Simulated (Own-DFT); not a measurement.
# Which defects push the lattice out? wurtzite GaN

The numbers are computed, not measured, by runs of the plane-wave DFT program Own-DFT (in-house, retired, unreviewed) at fixed positions, with no spin and no spin-orbit coupling.

All runs used: PBE; PseudoDojo norm-conserving scalar-relativistic files; cutoff 42 hartree; 4 x 4 x 3 k mesh centred on Gamma; Fermi-Dirac smearing of 0.1 eV.

Known weak points (not all hold for every row): not probed for a lower state with spin; forces not confirmed at this smearing and k mesh; stress not checked against mesh or cutoff.

All runs share one cell, with vectors in Å (9.567, 0.000, 0.000); (-4.784, 8.285, 0.000); (0.000, 0.000, 10.370) and a volume of 822.0 Å³. u is the rms random offset of the atoms per axis. The defect's site can differ from row to row.

| cell | formula | u (Å) | P (GPa) |
|---|---|---|---|
| no defect | Ga36N36 | 0.0204 | 5.92 |
| no defect | Ga36N36 | 0.0462 | 7.25 |
| no defect | Ga36N36 | 0.0498 | 7.66 |
| one N on a Ga site | Ga35N37 | 0.0286 | 5.43 |
| one N on a Ga site | Ga35N37 | 0.0298 | 5.43 |
| one N on a Ga site | Ga35N37 | 0.0499 | 6.54 |
| one Ga on an N site | Ga37N35 | 0.0282 | 11.92 |
| one Ga on an N site | Ga37N35 | 0.0285 | 11.87 |
| one Ga on an N site | Ga37N35 | 0.0494 | ? |
| one Ga on an N site | Ga37N35 | 0.0508 | 13.10 |

## Fit

P = P0 + c u² + a shift for each defect gives P0 = 5.71 GPa, c = 732 ± 37 GPa/Å² and a scatter of 0.09 GPa. The shifts, and each times the cell's volume:

- one Ga on an N site: 5.56 ± 0.08 GPa, 28.5 eV
- one N on a Ga site: -0.94 ± 0.08 GPa, -4.8 eV

A positive shift means that the defect pushes the cell outwards. Shift times volume (160.2 GPa Å³ is 1 eV) depends little on the cell's size, so, taken for each site, it can be compared between cells at like pressure. The atoms around the defects weren't relaxed, which would change these numbers.

## Test on the hidden row

Question: what pressure belongs in the blank (one Ga on an N site, u = 0.0494 Å)?

From the fit: 13.06 ± 0.11 GPa. The calculation gave 12.87 GPa.
